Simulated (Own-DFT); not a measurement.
Simulation results for AlN (wurtzite, atoms displaced)

All values are calculated (Own-DFT development build). A calculation, not a measurement: plane-wave PBE density functional theory by an unreviewed code, no spin, of a simulated periodic cell, stress positive in tension, free energy of the whole cell less one offset for each atom, forces on such cells passed a denser k mesh, this cell's mesh not checked; offsets are fitted by least squares, one for each functional and potential file, so energies compare only between cells with the same atoms and settings and are not formation energies; the far tail of each file's local potential was reset to the Coulomb form; each entry is a single point on an unrelaxed cell, so the pressure reflects the starting lattice, mostly measured values (interpolated for alloys), from which strain is counted, and rises with the displacements; printed positions are rounded, which can move forces by about a meV/angstrom; the program, named Own-DFT, is a retired in-house code; no spin-orbit coupling.

```cif
# cell vector a (Å): 12.4480 0.0000 0.0000
# cell vector b (Å): -6.2240 10.7803 0.0000
# cell vector c (Å): 0.0000 0.0000 9.9640
data_AlN
_symmetry_space_group_name_H-M 'P 1'
_symmetry_Int_Tables_number 1
_cell_length_a 12.4480
_cell_length_b 12.4480
_cell_length_c 9.9640
_cell_angle_alpha 90.000
_cell_angle_beta 90.000
_cell_angle_gamma 120.000
_cell_volume 1337.10
loop_
_atom_site_label
_atom_site_type_symbol
_atom_site_fract_x
_atom_site_fract_y
_atom_site_fract_z
_atom_site_occupancy
Al1 Al 0.08183 0.15267 0.99351 1
Al2 Al 0.14733 0.07819 0.24778 1
N1 N 0.08491 0.15076 0.18859 1
N2 N 0.16709 0.08232 0.43338 1
Al3 Al 0.08772 0.17878 0.50702 1
Al4 Al 0.17261 0.09631 0.75419 1
N3 N 0.10171 0.15953 0.68565 1
N4 N 0.15746 0.08788 0.94937 1
Al5 Al 0.08164 0.41274 0.98945 1
Al6 Al 0.16995 0.34941 0.25152 1
N5 N 0.06641 0.40739 0.19405 1
N6 N 0.15413 0.33079 0.43708 1
Al7 Al 0.08182 0.40843 0.48568 1
Al8 Al 0.16325 0.33505 0.73993 1
N7 N 0.07553 0.41056 0.69331 1
N8 N 0.17546 0.34130 0.94026 1
Al9 Al 0.08533 0.67247 0.00179 1
Al10 Al 0.16253 0.56502 0.25446 1
N9 N 0.08379 0.66943 0.19454 1
N10 N 0.17729 0.58535 0.43149 1
Al11 Al 0.07826 0.68138 0.50540 1
Al12 Al 0.16353 0.58375 0.75372 1
N11 N 0.08746 0.65697 0.67575 1
N12 N 0.17093 0.59697 0.95012 1
Al13 Al 0.08778 0.90361 0.99277 1
Al14 Al 0.16984 0.83368 0.25472 1
N13 N 0.08051 0.92239 0.19033 1
N14 N 0.17723 0.83771 0.41307 1
Al15 Al 0.07593 0.91514 0.50075 1
Al16 Al 0.17430 0.84231 0.74627 1
N15 N 0.08058 0.93026 0.70795 1
N16 N 0.16851 0.83436 0.94259 1
Al17 Al 0.32701 0.16558 0.00489 1
Al18 Al 0.42673 0.08348 0.25659 1
N17 N 0.33829 0.16527 0.18778 1
N18 N 0.41659 0.08357 0.44930 1
Al19 Al 0.33246 0.16772 0.50875 1
Al20 Al 0.40554 0.07743 0.75788 1
N19 N 0.32859 0.15470 0.69414 1
N20 N 0.41064 0.08897 0.94023 1
Al21 Al 0.33832 0.41062 0.99888 1
Al22 Al 0.41233 0.32862 0.23603 1
N21 N 0.33710 0.41669 0.19264 1
N22 N 0.40830 0.32221 0.44605 1
Al23 Al 0.31759 0.41803 0.49294 1
Al24 Al 0.42557 0.35321 0.75130 1
N23 N 0.32920 0.41437 0.70866 1
N24 N 0.42294 0.35057 0.95422 1
Al25 Al 0.33079 0.67083 0.99208 1
Al26 Al 0.42425 0.58541 0.26376 1
N25 N 0.31838 0.66418 0.20388 1
N26 N 0.41888 0.58282 0.43911 1
Al27 Al 0.33257 0.65725 0.50734 1
Al28 Al 0.42741 0.58978 0.75647 1
N27 N 0.33579 0.67065 0.69322 1
N28 N 0.42676 0.58854 0.93052 1
Al29 Al 0.34561 0.92245 0.01425 1
Al30 Al 0.41482 0.82123 0.25915 1
N29 N 0.33786 0.92239 0.18656 1
N30 N 0.41278 0.83171 0.46085 1
Al31 Al 0.32672 0.90330 0.50402 1
Al32 Al 0.40542 0.83463 0.74448 1
N31 N 0.33615 0.92499 0.70531 1
N32 N 0.41311 0.84119 0.94250 1
Al33 Al 0.59341 0.17097 0.00879 1
Al34 Al 0.65812 0.08003 0.24795 1
N33 N 0.56972 0.15096 0.19092 1
N34 N 0.69240 0.09705 0.42669 1
Al35 Al 0.58853 0.15312 0.50859 1
Al36 Al 0.66257 0.07011 0.75124 1
N35 N 0.58137 0.15744 0.68410 1
N36 N 0.65929 0.07558 0.94132 1
Al37 Al 0.56858 0.39843 0.98945 1
Al38 Al 0.67305 0.33108 0.24448 1
N37 N 0.57621 0.41001 0.20094 1
N38 N 0.68843 0.34901 0.42960 1
Al39 Al 0.57357 0.41003 0.49326 1
Al40 Al 0.66373 0.33171 0.75243 1
N39 N 0.58562 0.42054 0.68154 1
N40 N 0.66483 0.31699 0.95794 1
Al41 Al 0.57308 0.66955 0.99206 1
Al42 Al 0.67447 0.57764 0.24937 1
N41 N 0.57282 0.66722 0.19585 1
N42 N 0.66144 0.58963 0.45542 1
Al43 Al 0.57947 0.66725 0.48920 1
Al44 Al 0.67554 0.60134 0.74571 1
N43 N 0.59412 0.67791 0.68566 1
N44 N 0.68374 0.60434 0.94581 1
Al45 Al 0.58131 0.91653 0.98920 1
Al46 Al 0.67349 0.84491 0.24252 1
N45 N 0.59483 0.92505 0.18610 1
N46 N 0.66101 0.83043 0.43968 1
Al47 Al 0.57026 0.90216 0.49734 1
Al48 Al 0.67137 0.83891 0.75513 1
N47 N 0.58994 0.91095 0.70089 1
N48 N 0.67077 0.83511 0.93487 1
Al49 Al 0.83047 0.15448 0.99720 1
Al50 Al 0.90700 0.07884 0.25632 1
N49 N 0.84124 0.17900 0.19102 1
N50 N 0.91300 0.08356 0.42772 1
Al51 Al 0.82851 0.15749 0.50425 1
Al52 Al 0.92350 0.09560 0.74772 1
N51 N 0.84261 0.18289 0.68190 1
N52 N 0.92688 0.07670 0.93508 1
Al53 Al 0.82378 0.42649 0.00822 1
Al54 Al 0.91397 0.33885 0.23820 1
N53 N 0.81538 0.39458 0.18512 1
N54 N 0.90879 0.32477 0.41508 1
Al55 Al 0.82259 0.41004 0.50383 1
Al56 Al 0.90491 0.34950 0.75132 1
N55 N 0.83239 0.41241 0.69141 1
N56 N 0.92019 0.34365 0.93758 1
Al57 Al 0.83841 0.68914 0.00638 1
Al58 Al 0.92262 0.58694 0.23878 1
N57 N 0.83118 0.66456 0.18480 1
N58 N 0.91948 0.58021 0.43511 1
Al59 Al 0.83875 0.67608 0.49837 1
Al60 Al 0.92137 0.59284 0.74502 1
N59 N 0.82948 0.65948 0.69834 1
N60 N 0.91339 0.56699 0.92494 1
Al61 Al 0.84815 0.91830 0.02434 1
Al62 Al 0.90551 0.83083 0.25477 1
N61 N 0.83585 0.90286 0.17978 1
N62 N 0.89560 0.81438 0.43202 1
Al63 Al 0.83047 0.90456 0.48644 1
Al64 Al 0.91297 0.82918 0.74692 1
N63 N 0.82538 0.91202 0.69472 1
N64 N 0.91915 0.83886 0.95172 1
_calc_functional 'PBE'
_calc_potential_files 'PseudoDojo norm-conserving, scalar-relativistic, standard set'
_calc_wave_cutoff 42  # hartree
_calc_occupations 'Fermi-Dirac'
_calc_smearing_width 0.1  # eV
_calc_hardware 'one NVIDIA H100'
_calc_k_mesh '2 x 2 x 2 centred on Gamma'
_calc_free_energy_of_cell_above_offsets '-24.037'  # eV
_calc_pressure 12.39  # GPa
_calc_stress_xx -16.52  # GPa
_calc_stress_yy -8.44  # GPa
_calc_stress_zz -12.21  # GPa
_calc_stress_yz 1.41  # GPa
_calc_stress_xz -1.77  # GPa
_calc_stress_xy 1.15  # GPa
_calc_wall_time 400.7  # s
```

Force:
| element | x (eV/Å) | y (eV/Å) | z (eV/Å) |
| --- | --- | --- | --- |
| Al | -5.554 | 5.887 | 4.09 |
| Al | 8.562 | -2.199 | 2.859 |
| N | -8.933 | 5.936 | -2.688 |
| N | -1.137 | -0.282 | 1.892 |
| Al | 0.719 | -4.143 | -2.255 |
| Al | 4.891 | -3.385 | 3.715 |
| N | -8.86 | 4.974 | -2.056 |
| N | 8.851 | -3.969 | -3.692 |
| Al | -0.215 | 0.814 | 0.943 |
| Al | 0.734 | -3.467 | -2.161 |
| N | 4.289 | 2.187 | -2.307 |
| N | 3.718 | -0.147 | -0.598 |
| Al | -6.171 | 2.86 | 1.956 |
| Al | 0.422 | -0.554 | 2.574 |
| N | -0.053 | 1.292 | -1.169 |
| N | -0.563 | -1.597 | -0.297 |
| Al | -0.705 | -1.294 | 0.515 |
| Al | -2.623 | 2.433 | -0.997 |
| N | 0.738 | -0.664 | -1.242 |
| N | -1.06 | -1.222 | 2.719 |
| Al | 2.071 | -2.183 | -4.376 |
| Al | 1.877 | -1.305 | 0.246 |
| N | -2.255 | 2.942 | 2.646 |
| N | 0.038 | -2.505 | -2.01 |
| Al | -4.124 | 3.91 | 2.39 |
| Al | -1.032 | 0.858 | -9.154 |
| N | 0.706 | -3.516 | -0.134 |
| N | -1.644 | -0.509 | 11.86 |
| Al | 0.716 | 1.844 | -0.725 |
| Al | -1.837 | -1.057 | 1.728 |
| N | 1.817 | -3.242 | -2.532 |
| N | 2.732 | -1.018 | -1.778 |
| Al | -0.04 | -0.307 | 0.023 |
| Al | -5.329 | -1.188 | 1.337 |
| N | -0.81 | -0.565 | 0.669 |
| N | 1.405 | -1.07 | -0.255 |
| Al | 0.141 | -1.957 | -0.949 |
| Al | 1.991 | 3.204 | 0.136 |
| N | -0.468 | 2.878 | 0.272 |
| N | 1.73 | -0.414 | 0.854 |
| Al | -6.085 | 3.824 | 1.526 |
| Al | 0.3 | -1.16 | 2.548 |
| N | -1.902 | 1.052 | 0.246 |
| N | -1.596 | 2.521 | -0.957 |
| Al | 3.646 | -0.867 | 1.325 |
| Al | 1.146 | -2.8 | -0.069 |
| N | -0.669 | 2.094 | -3.096 |
| N | 0.807 | -5.442 | -4.321 |
| Al | 1.688 | 0.314 | 1.628 |
| Al | -2.333 | -1.065 | -3.322 |
| N | 3.679 | -0.212 | -2.283 |
| N | -1.379 | -0.842 | 2.373 |
| Al | -1.178 | 0.674 | -0.421 |
| Al | -0.731 | 0.071 | -2.94 |
| N | -0.104 | -1.079 | 0.549 |
| N | -3.927 | -1.754 | 2.296 |
| Al | -2.567 | 1.274 | -2.646 |
| Al | -0.925 | 2.182 | -0.843 |
| N | 0.704 | -1.599 | 3.764 |
| N | 0.485 | -1.887 | -2.232 |
| Al | -1.36 | 3.869 | 0.013 |
| Al | 3.36 | -0.251 | 1.713 |
| N | -0.625 | -2.896 | -3.414 |
| N | 2.046 | -1.676 | -1.221 |
| Al | -1.641 | -5.539 | 0.113 |
| Al | 2.319 | 1.884 | -0.228 |
| N | 3.616 | 3.505 | -0.781 |
| N | -6.393 | -4.49 | 0.499 |
| Al | -0.99 | 1.466 | -3.004 |
| Al | -0.131 | 2.763 | -0.167 |
| N | -0.114 | 0.597 | 3.202 |
| N | 1.045 | 1.87 | -0.619 |
| Al | 5.747 | 4.174 | 3.287 |
| Al | -5.2 | -2.402 | 2.394 |
| N | 1.891 | 0.762 | -1.605 |
| N | -6.968 | -4.052 | -0.629 |
| Al | 1.568 | 0.986 | -0.643 |
| Al | 0.294 | -0.793 | -0.488 |
| N | 0.229 | 0 | 2.351 |
| N | -2.411 | 5.441 | -3.854 |
| Al | 4.589 | 1.652 | 2.621 |
| Al | -2.992 | -0.19 | 0.612 |
| N | 2.95 | 1.601 | -1.261 |
| N | 2.989 | -1.732 | -2.34 |
| Al | 0.644 | 0.653 | 2.035 |
| Al | -1.092 | -2.704 | 1.519 |
| N | -1.863 | -1.073 | -0.217 |
| N | -2.509 | -2.997 | -1.501 |
| Al | 0.814 | -1.495 | 1.025 |
| Al | -0.253 | -2.956 | 0.502 |
| N | -1.747 | -1.997 | -0.107 |
| N | 0.31 | 0.952 | -1.494 |
| Al | 3.288 | 2.976 | 1.697 |
| Al | 0.838 | -1.679 | -0.177 |
| N | -3.988 | 0.272 | -2.443 |
| N | -0.348 | 0.662 | 2.749 |
| Al | 0.302 | 2.149 | 0.363 |
| Al | 1.324 | 2.085 | -3.885 |
| N | -0.398 | -4.374 | -2.207 |
| N | 1.776 | -1.459 | 4.623 |
| Al | 3.184 | 3.542 | -0.86 |
| Al | 0.412 | -1.808 | -0.355 |
| N | -0.019 | -1.986 | 2.397 |
| N | -3.291 | 0.106 | 0.123 |
| Al | 2.53 | -2.412 | -1.099 |
| Al | -1.1 | -2.2 | 0.932 |
| N | 2.845 | 5.726 | -1.657 |
| N | 0.728 | 1.217 | 4.943 |
| Al | 6.056 | 2.433 | 0.471 |
| Al | 8.548 | -4.67 | 2.975 |
| N | -7.508 | 4.327 | -2.922 |
| N | -1.047 | -1.827 | 0.447 |
| Al | 1.007 | -4.161 | -0.745 |
| Al | -1.044 | -1.221 | 1.662 |
| N | 1.121 | 0.343 | 1.632 |
| N | -1.267 | 1.352 | 0.703 |
| Al | -0.283 | -7.831 | 1.98 |
| Al | 1.038 | -2.47 | 0.165 |
| N | 1.831 | 3.178 | -2.589 |
| N | -0.09 | 4.559 | 1.631 |
| Al | -1.938 | 1.314 | -11.44 |
| Al | 4.936 | -1.354 | -1.7 |
| N | -4.31 | 2.053 | 9.384 |
| N | 2.25 | 5.651 | 0.042 |
| Al | -3.003 | 2.656 | 2.901 |
| Al | -1.204 | 1.329 | 1.935 |
| N | 2.837 | 1.889 | -2.302 |
| N | 2.069 | 1.142 | -2.861 |
